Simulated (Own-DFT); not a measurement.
# Stretching a layer in its plane: wurtzite GaN, 72 atoms (Ga36N36)

Calculated, not measured: single-point runs of Own-DFT, a retired in-house plane-wave DFT program that no person has reviewed, on unrelaxed cells, without spin or spin-orbit coupling.

All runs used: PBE; PseudoDojo norm-conserving scalar-relativistic files; cutoff 42 hartree; 4 x 4 x 3 k mesh centred on Gamma; Fermi-Dirac smearing of 0.1 eV.

Caveats: forces not confirmed at this smearing and k mesh; stress not checked against mesh or cutoff.

Unstrained cell vectors in Å: (9.567, 0.000, 0.000); (-4.783, 8.285, 0.000); (0.000, 0.000, 10.370). The unstrained cell has measured lattice constants (interpolated for alloys), not those of this functional. That, the random moves and any unrelaxed bonds set the pressure at no strain. Each run strains x and y alike by e, as a substrate would, and holds the height along z. Random moves of width 0.05 Å per axis were added to every atom. Stress is positive in tension.

| e (%) | u (Å) | (s_xx + s_yy)/2 (GPa) | s_zz (GPa) |
|---|---|---|---|
| -2.50 | 0.050 | -21.09 | -14.13 |
| -1.75 | 0.050 | -17.07 | -11.59 |
| -1.00 | 0.054 | -12.79 | -11.22 |
| -0.75 | 0.049 | -10.82 | -9.88 |
| -0.25 | 0.049 | -8.99 | -7.89 |
| 0.75 | 0.053 | -4.71 | -6.01 |
| 1.00 | 0.053 | -2.67 | -5.80 |
| 1.25 | 0.049 | ? | ? |
| 1.50 | 0.050 | -0.55 | -5.19 |
| 2.50 | 0.053 | 3.86 | -5.08 |

## What the rows give

With e as a fraction, the in-plane stress is -7.7 + 496 e - 1560 e² GPa (errors 9 and 599, scatter 0.41), and s_zz is -8.4 + 196 e GPa (slope ± 21, scatter 0.95). At e = 0 the first slope is C11 + C12 and the second 2 C13, both with the ions held to the strained lattice and at the cell's own pressure. A free layer would change its height as e changes, and the in-plane slope would drop by 2 C13²/C33 to the biaxial modulus. At fixed height, a misfit of 1 % moves the in-plane stress by about 5.0 GPa and s_zz by 2.0 GPa.

## Prediction

Question: what are the two stresses at e = 1.25 %?

The fitted form gives -1.7 and -6.0 GPa. DFT gave -0.83 and -6.59 GPa.
